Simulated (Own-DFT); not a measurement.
# Strain and stress in 4H SiC, 72 atoms (C36Si36)

These are calculations, not measurements. The program, named Own-DFT, is a retired in-house plane-wave density functional code that no person has reviewed. Each row is one single-point run on a periodic cell that was not relaxed, without spin or spin-orbit coupling.

Settings of every run: PBE; PseudoDojo norm-conserving scalar-relativistic files; cutoff 42 hartree; 4 x 4 x 3 k mesh centred on Gamma; Fermi-Dirac smearing of 0.1 eV.

Known limits: forces on such cells passed a denser k mesh, each cell not checked; stress not checked against mesh or cutoff.

Unstrained cell vectors in Å: (9.248, 0.000, 0.000); (-4.624, 8.009, 0.000); (0.000, 0.000, 10.068). The unstrained cell has measured lattice constants (interpolated for alloys), not those of this functional. That, the random moves and any unrelaxed bonds set the pressure at no strain. Each run strains this cell uniformly, with the atoms carried along. Every atom was also moved at random, by a Gaussian of width 0.05 Å on each axis. Strain is the symmetric tensor, in per cent. Stress is positive in tension, and the pressure is minus a third of its trace.

| run | e_xx (%) | e_yy (%) | e_zz (%) | e_yz (%) | e_xz (%) | e_xy (%) | s_xx (GPa) | s_yy (GPa) | s_zz (GPa) | s_yz (GPa) | s_xz (GPa) | s_xy (GPa) | P (GPa) | E (meV/atom) |
|---|---|---|---|---|---|---|---|---|---|---|---|---|---|---|
| 1 | 0.62 | -1.25 | -0.76 | 0.30 | 1.96 | -0.58 | -2.24 | -12.65 | -12.17 | 1.30 | 7.11 | -2.86 | 9.02 | 22.8 |
| 2 | 1.17 | 0.77 | -0.96 | 0.05 | -0.89 | 1.04 | 0.11 | 1.55 | -11.33 | -0.72 | -2.90 | 5.50 | 3.23 | 0.0 |
| 3 | -0.33 | 1.46 | -1.99 | 1.95 | 0.61 | 1.84 | -7.38 | 1.38 | -17.43 | 7.47 | 2.33 | 9.12 | 7.81 | 21.7 |
| 4 | -0.81 | -1.08 | 0.11 | 0.12 | -1.97 | -0.96 | -10.95 | -11.30 | -6.98 | 1.14 | -7.47 | -3.71 | 9.74 | 24.5 |
| 5 | -1.72 | 0.24 | -1.90 | 0.05 | -0.80 | -1.18 | -14.56 | -5.78 | -19.11 | 1.00 | -3.24 | -5.50 | 13.15 | 14.8 |
| 6 | 1.72 | -0.46 | 1.43 | -0.40 | -1.47 | 0.18 | 3.87 | -4.91 | 2.86 | -1.15 | -3.86 | 0.88 | -0.61 | 4.2 |
| 7 | -0.04 | -1.79 | 0.50 | 0.26 | -1.24 | -1.58 | -5.14 | -15.17 | -4.77 | 0.31 | -3.97 | -8.20 | 8.36 | 5.9 |
| 8 | 1.18 | 0.36 | 1.48 | 1.79 | -1.61 | -0.40 | 0.60 | -1.53 | 2.86 | 5.70 | -6.14 | -2.18 | -0.64 | 20.7 |
| 9 | 1.37 | 1.42 | -0.17 | 0.95 | 0.08 | 1.03 | 3.86 | 2.53 | -6.36 | 2.68 | -0.02 | 4.11 | -0.01 | 13.1 |
| 10 | -0.50 | -1.16 | -0.07 | 1.63 | 0.18 | 1.61 | -9.99 | -11.45 | -8.00 | 5.38 | 0.40 | 8.50 | 9.81 | 30.7 |
| 11 | 1.97 | -1.84 | -1.09 | -0.74 | -1.24 | 0.43 | 3.38 | -11.34 | -15.28 | -3.36 | -4.48 | 2.34 | 7.74 | 18.8 |
| 12 | 0.00 | -1.48 | 1.15 | 1.17 | 1.02 | 0.41 | -4.82 | -14.51 | 0.67 | 4.44 | 3.65 | 0.89 | 6.22 | 19.2 |
| 13 | 0.39 | -1.08 | -0.56 | -1.18 | -1.70 | -0.40 | -3.24 | -12.63 | -8.93 | -3.57 | -5.43 | -1.32 | 8.27 | 21.8 |
| 14 | 0.69 | 0.46 | -0.31 | 1.09 | -0.49 | 1.40 | -1.49 | -2.21 | -6.88 | 2.93 | -1.55 | 6.22 | 3.53 | 4.2 |
| 15 | -0.62 | -0.64 | -0.70 | -1.11 | -1.36 | -0.98 | -8.95 | -8.84 | -11.60 | -4.65 | -4.99 | -4.84 | 9.80 | 5.9 |
| 16 | -1.36 | 1.28 | -1.01 | -1.87 | -1.46 | 1.39 | -12.17 | 0.50 | -11.39 | -7.00 | -5.04 | 5.16 | 7.69 | 14.4 |
| 17 | -0.40 | -0.92 | 0.15 | 0.66 | 0.18 | 0.02 | ? | ? | ? | ? | ? | ? | ? | ? |

E is the free energy for each atom above the lowest run shown.

## Worked fit

Each stress component was fitted by least squares to a constant and the strains of the runs shown, as fractions, with shears doubled. Shear strains stay in the fit of a normal stress only where such slopes are resolved. The slopes, in GPa:

```
stress  at no strain  per e_xx  per e_yy  per e_zz  scatter
  s_xx          -5.3  529 ± 23   44 ± 21   31 ± 25     0.89
  s_yy          -5.3  123 ± 30  535 ± 28   -4 ± 33     1.18
  s_zz          -6.2   11 ± 20   87 ± 18  641 ± 21     0.76
```

Each shear stress against twice its own strain: yz 178 ± 11, xz 182 ± 7, xy 241 ± 10 GPa. These are stiffnesses along x, y and z of the frame in which the cell vectors are given, which need not be the crystal's axes. The atoms are held to the strained lattice; where symmetry lets them move under strain, relaxing them would lower some slopes. The table should be nearly symmetric about its diagonal, and what it lacks of that shows the noise. A ninth of its sum, 222 ± 4 GPa, estimates the bulk modulus near the mean pressure of these runs, 6.4 GPa, so it lies above the value at zero pressure.

## Withheld run

Question: what normal stresses and pressure should run 17 give?

The fit gives s_xx = -7.8, s_yy = -10.8, s_zz = -6.1 and P = 8.2 GPa. The calculation gave -8.82, -9.90, -6.69 and P = 8.47 GPa.
